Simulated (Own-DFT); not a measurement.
## Calculated data, SiC (twinned 3C silicon carbide, atoms displaced)

A calculation, not a measurement: plane-wave PBE density functional theory by an unreviewed code, no spin, of a simulated periodic cell, stress positive in tension, free energy of the whole cell less one offset for each atom, forces on such cells passed a denser k mesh, this cell's mesh not checked; offsets are fitted by least squares, one for each functional and potential file, so energies compare only between cells with the same atoms and settings and are not formation energies; the far tail of each file's local potential was reset to the Coulomb form; each entry is a single point on an unrelaxed cell, so the pressure reflects the starting lattice, mostly measured values (interpolated for alloys), from which strain is counted, and rises with the displacements; printed positions are rounded, which can move forces by about a meV/angstrom; the program, named Own-DFT, is a retired in-house code; no spin-orbit coupling. Program: Own-DFT development build.

SiC (twinned 3C silicon carbide, atoms displaced)

```cif
# cell vector a (Å): 4.3596 -4.3596 0.0000
# cell vector b (Å): 0.0000 4.3596 -4.3596
# cell vector c (Å): 8.7192 8.7192 8.7192
data_SiC
_symmetry_space_group_name_H-M 'P 1'
_symmetry_Int_Tables_number 1
_cell_length_a 6.1654
_cell_length_b 6.1654
_cell_length_c 15.1021
_cell_angle_alpha 90.000
_cell_angle_beta 90.000
_cell_angle_gamma 120.000
_cell_volume 497.15
loop_
_atom_site_label
_atom_site_type_symbol
_atom_site_fract_x
_atom_site_fract_y
_atom_site_fract_z
_atom_site_occupancy
Si1 Si 0.98825 0.98881 0.44517 1
C1 C 0.00895 0.99653 0.06668 1
Si2 Si 0.17236 0.34454 0.10294 1
C2 C 0.17841 0.32941 0.23025 1
Si3 Si 0.31571 0.16232 0.26784 1
C3 C 0.32605 0.15911 0.39519 1
Si4 Si 0.00365 0.50752 0.44080 1
C4 C 0.01363 0.49041 0.06282 1
Si5 Si 0.16784 0.82954 0.10420 1
C5 C 0.16235 0.84302 0.22844 1
Si6 Si 0.34767 0.67199 0.26663 1
C6 C 0.34748 0.66603 0.39257 1
Si7 Si 0.49573 0.02015 0.43533 1
C7 C 0.49466 0.00178 0.05783 1
Si8 Si 0.66646 0.34416 0.10067 1
C8 C 0.66170 0.33839 0.22950 1
Si9 Si 0.84539 0.16319 0.27169 1
C9 C 0.81690 0.16296 0.39622 1
Si10 Si 0.51996 0.51225 0.43904 1
C10 C 0.49685 0.48719 0.05970 1
Si11 Si 0.66528 0.81712 0.10681 1
C11 C 0.66589 0.84343 0.22274 1
Si12 Si 0.84495 0.66946 0.27647 1
C12 C 0.82459 0.67415 0.39925 1
Si13 Si 0.99948 0.98611 0.93274 1
C13 C 0.99726 0.99327 0.56295 1
Si14 Si 0.84512 0.67906 0.60109 1
C14 C 0.83388 0.67513 0.72079 1
Si15 Si 0.66090 0.82380 0.77979 1
C15 C 0.68028 0.83934 0.88809 1
Si16 Si 0.99485 0.49090 0.93276 1
C16 C 0.01718 0.49234 0.55972 1
Si17 Si 0.83648 0.18254 0.60237 1
C17 C 0.82953 0.15994 0.72213 1
Si18 Si 0.67173 0.32651 0.76595 1
C18 C 0.66690 0.33843 0.90086 1
Si19 Si 0.48185 0.97606 0.93800 1
C19 C 0.49596 0.01562 0.56349 1
Si20 Si 0.32217 0.67418 0.61052 1
C20 C 0.33970 0.68271 0.72223 1
Si21 Si 0.17128 0.84090 0.77542 1
C21 C 0.15910 0.82381 0.88729 1
Si22 Si 0.49226 0.50285 0.93152 1
C22 C 0.51200 0.49420 0.56105 1
Si23 Si 0.33176 0.15854 0.60424 1
C23 C 0.32099 0.14626 0.73175 1
Si24 Si 0.14804 0.30273 0.77710 1
C24 C 0.15234 0.31500 0.89926 1
```

- functional: PBE
- potential files: PseudoDojo norm-conserving, scalar-relativistic, standard set
- wave cutoff: 42 hartree
- occupations: Fermi-Dirac
- smearing width: 0.1 eV
- k mesh: 5 x 5 x 2 centred on Gamma
- free energy of cell above offsets: -1.025 eV
- pressure: 7.01 GPa
- stress xx: -6.94 GPa
- stress yy: -6.59 GPa
- stress zz: -7.5 GPa
- stress yz: -1.98 GPa
- stress xz: -3.13 GPa
- stress xy: -1.21 GPa

Force:
```
element  x (eV/Å)  y (eV/Å)  z (eV/Å)
     Si    -0.456    -0.446    -3.605
      C    -2.315    -0.248    -0.935
     Si     0.776    -1.839     3.122
      C    -2.291      2.04    -2.646
     Si     4.027    -1.364     0.998
      C    -1.207     1.705     -1.47
     Si    -0.822    -2.636    -1.019
      C    -2.318     2.347    -2.406
     Si     0.193    -0.155     0.101
      C     0.281    -1.951     1.488
     Si    -0.226     1.866     1.004
      C    -0.485     1.871    -0.289
     Si     0.173    -1.724     2.775
      C     1.411    -0.288     1.673
     Si     1.465      -1.6     2.235
      C     0.528     -0.93     0.098
     Si    -1.365     1.756    -1.062
      C     2.017    -0.827    -0.706
     Si    -3.511     1.524     2.313
      C    -0.412     1.235    -2.282
     Si    -1.062    -0.716    -3.024
      C      2.34     0.169     2.078
     Si    -2.384     -0.07    -0.549
      C     1.876    -2.906     -0.59
     Si     1.896      1.87     1.557
      C     1.004     1.542    -1.092
     Si    -1.319    -0.457     2.161
      C     2.042     1.188     2.811
     Si    -5.708    -5.337    -5.705
      C     1.904     4.435     4.381
     Si     0.962     1.255     0.929
      C    -0.094     2.793    -0.972
     Si    -1.186    -1.622     2.008
      C     1.919     1.316     1.811
     Si    -0.043     1.605    -0.618
      C    -2.282     -1.69     0.087
     Si     1.052     0.166    -2.554
      C     0.336    -2.741     1.018
     Si    -0.297    -4.837    -2.883
      C     3.178     3.001     5.088
     Si    -4.426    -4.213     -0.88
      C     2.926     1.764     3.185
     Si     1.405    -0.397     1.487
      C     0.106     1.998     0.095
     Si    -0.001     2.281    -1.282
      C     1.143      0.73    -2.753
     Si    -0.904    -0.994    -3.534
      C     0.158    -0.469    -1.647
```
